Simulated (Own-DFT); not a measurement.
# Which defects push the lattice out? zincblende GaAs

The numbers are computed, not measured, by runs of the plane-wave DFT program Own-DFT (in-house, retired, unreviewed) at fixed positions, with no spin and no spin-orbit coupling.

Method: PBE; PseudoDojo norm-conserving scalar-relativistic files; cutoff 42 hartree; 3 x 3 x 3 k mesh centred on Gamma; Fermi-Dirac smearing of 0.1 eV.

Keep in mind (not all hold for every row): not probed for a lower state with spin; forces on such cells failed a check on a denser k mesh; forces not confirmed at this smearing and k mesh; forces on such cells passed a denser k mesh, each cell not checked; stress not checked against mesh or cutoff.

All runs share one cell, with vectors in Å (11.307, 0.000, 0.000); (0.000, 11.307, 0.000); (0.000, 0.000, 11.307) and a volume of 1445.4 Å³. The atoms are randomly displaced, by u rms on each axis. The defect's site can differ from row to row.

```
                                        cell     formula   u (Å)  P (GPa)
                                   no defect    As32Ga32  0.0221     3.55
                                   no defect    As32Ga32  0.0482     3.91
                                   no defect    As32Ga32  0.0498     4.02
one As on a Ga site and one Ga on an As site    As32Ga32  0.0294     3.95
one As on a Ga site and one Ga on an As site    As32Ga32  0.0312     3.91
one As on a Ga site and one Ga on an As site    As32Ga32  0.0485     4.10
one As on a Ga site and one Ga on an As site    As32Ga32  0.0535        ?
                            two Ga vacancies    As32Ga30  0.0264     2.84
                            two Ga vacancies    As32Ga30  0.0279     3.00
                            two Ga vacancies    As32Ga30  0.0312     2.97
                            two As vacancies    As30Ga32  0.0294     3.13
                            two As vacancies    As30Ga32  0.0459     3.38
                            two As vacancies    As30Ga32  0.0473     3.42
                         one In on a Ga site  As32Ga31In  0.0305     4.29
                         one In on a Ga site  As32Ga31In  0.0505     4.69
                         one In on a Ga site  As32Ga31In  0.0557     4.82
```

## What the rows give

P = P0 + c u² + a shift for each defect gives P0 = 3.46 GPa, c = 207 ± 21 GPa/Å² and a scatter of 0.06 GPa. The shifts, and each times the cell's volume:

- one In on a Ga site: 0.68 ± 0.05 GPa, 6.1 eV
- one As on a Ga site and one Ga on an As site: 0.24 ± 0.05 GPa, 2.1 eV
- two As vacancies: -0.51 ± 0.05 GPa, -4.6 eV (-2.3 eV for each of its 2 sites)
- two Ga vacancies: -0.69 ± 0.05 GPa, -6.3 eV (-3.1 eV for each of its 2 sites)

Against the defect-free cell, a freed cell would be larger where the shift is positive and smaller where it is negative (160.2 GPa Å³ is 1 eV). The atoms around the defects weren't relaxed, which would change these numbers.

## Check

Q: what pressure belongs in the blank (one As on a Ga site and one Ga on an As site, u = 0.0535 Å)?

From the fit: 4.29 ± 0.07 GPa. DFT gave 4.38 GPa.
